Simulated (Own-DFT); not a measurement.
# Strain and stress in wurtzite GaN, 72 atoms (Ga36N36)

These are calculations, not measurements. They come from Own-DFT, an in-house plane-wave density functional program, since retired, whose code no person has reviewed. Each row is one single-point run on a periodic cell that was not relaxed, without spin or spin-orbit coupling.

Settings of every run: PBE; PseudoDojo norm-conserving scalar-relativistic files (stringent for Ga); cutoff 96 hartree; 4 x 4 x 3 k mesh centred on Gamma; Gaussian smearing of 0.01 eV.

Known limits: forces not confirmed at this smearing and k mesh; stress not checked against mesh or cutoff.

Unstrained cell vectors in Å: (9.567, 0.000, 0.000); (-4.783, 8.285, 0.000); (0.000, 0.000, 10.370). The unstrained cell has measured lattice constants (interpolated for alloys), not those of this functional. That, the random moves and any unrelaxed bonds set the pressure at no strain. Each run strains this cell uniformly, with the atoms carried along. Every atom was also moved at random, by a Gaussian of width 0.05 Å on each axis. Strain is the symmetric tensor, in per cent. Stress is positive in tension, and the pressure is minus a third of its trace.

| run | e_xx (%) | e_yy (%) | e_zz (%) | s_xx (GPa) | s_yy (GPa) | s_zz (GPa) | P (GPa) | E (meV/atom) |
|---|---|---|---|---|---|---|---|---|
| 1 | 3.00 | 3.00 | 0.00 | 6.72 | 6.68 | -3.57 | -3.27 | 11.9 |
| 2 | 2.75 | 2.75 | 0.00 | 6.13 | 4.77 | -3.12 | -2.60 | 9.4 |
| 3 | 2.25 | 2.25 | 0.00 | 3.92 | 4.38 | -6.36 | -0.65 | 18.9 |
| 4 | -2.50 | -2.50 | 0.00 | -21.76 | -22.97 | -10.68 | 18.47 | 61.4 |
| 5 | 1.00 | 1.00 | 0.00 | -1.88 | -1.10 | -5.64 | 2.87 | 0.0 |
| 6 | -0.50 | -0.50 | 0.00 | -8.97 | -10.21 | -8.56 | 9.25 | 25.0 |
| 7 | -0.75 | -0.75 | 0.00 | -11.31 | -9.14 | -10.35 | 10.27 | 29.8 |
| 8 | 1.25 | 1.25 | 0.00 | 0.11 | -0.42 | -6.52 | 2.28 | 0.8 |
| 9 | 1.75 | 1.75 | 0.00 | ? | ? | ? | ? | ? |

E is the free energy for each atom above the lowest run shown.

## Worked fit

The change of volume is close to e_xx + e_yy + e_zz. A straight line through the runs shown gives P = 7.80 - 193 x (fractional change of volume) GPa, with an error of 8 on the slope and a scatter of 0.81 GPa. The strain isn't the same on all axes and the cell isn't cubic, so the slope belongs to this path and is not the bulk modulus.

## Withheld run

Question: what pressure should run 9 give? Its volume changes by 3.53 %.

The line gives 1.0 GPa. The calculation gave 1.11 GPa.
